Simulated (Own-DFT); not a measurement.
# One host, several defects: C11b WSi2

Calculated, not measured: single-point runs of Own-DFT, a retired in-house plane-wave DFT program that no person has reviewed, on unrelaxed cells, without spin or spin-orbit coupling.

Settings: PBEsol; PseudoDojo norm-conserving scalar-relativistic files, made for PBE; cutoff 50 hartree; 5 x 5 x 5 k mesh centred on Gamma; cold (Marzari-Vanderbilt) smearing of 0.2 eV.

Limits: forces on such cells failed a check on a denser k mesh; stress not checked against mesh or cutoff.

All runs share one cell, with vectors in Å (-2.148, -5.953, 3.409); (-6.444, 2.976, 1.136); (-2.553, -2.948, -6.757) and a volume of 403.2 Å³. u is the rms random offset of the atoms per axis. The defect's site can differ from row to row.

| cell | formula | u (Å) | P (GPa) |
|---|---|---|---|
| no defect | Si20W10 | 0.0208 | 0.45 |
| no defect | Si20W10 | 0.0503 | 1.91 |
| no defect | Si20W10 | 0.0523 | 2.28 |
| one Si vacancy | Si19W10 | 0.0287 | -0.70 |
| one Si vacancy | Si19W10 | 0.0310 | -0.54 |
| one Si vacancy | Si19W10 | 0.0408 | 0.19 |
| one W vacancy | Si20W9 | 0.0274 | -0.15 |
| one W vacancy | Si20W9 | 0.0294 | 0.18 |
| one W vacancy | Si20W9 | 0.0512 | 1.28 |
| one W on a Si site | Si19W11 | 0.0300 | 5.87 |
| one W on a Si site | Si19W11 | 0.0311 | 5.28 |
| one W on a Si site | Si19W11 | 0.0454 | 6.42 |
| one Si on a W site | Si21W9 | 0.0267 | 2.32 |
| one Si on a W site | Si21W9 | 0.0295 | 2.54 |
| one Si on a W site | Si21W9 | 0.0495 | 3.01 |
| one Si on a W site | Si21W9 | 0.0506 | ? |

## Worked fit

P = P0 + c u² + a shift for each defect gives P0 = 0.28 GPa, c = 667 ± 84 GPa/Å² and a scatter of 0.25 GPa. The shifts, and each times the cell's volume:

- one W on a Si site: 4.70 ± 0.21 GPa, 11.8 eV
- one Si on a W site: 1.44 ± 0.21 GPa, 3.6 eV
- one W vacancy: -0.79 ± 0.20 GPa, -2.0 eV
- one Si vacancy: -1.40 ± 0.21 GPa, -3.5 eV

Against the defect-free cell, a freed cell would be larger where the shift is positive and smaller where it is negative (160.2 GPa Å³ is 1 eV). The atoms around the defects weren't relaxed, which would change these numbers.

## Check

Q: what pressure belongs in the blank (one Si on a W site, u = 0.0506 Å)?

The fit gives 3.43 ± 0.30 GPa. The calculation gave 3.61 GPa.
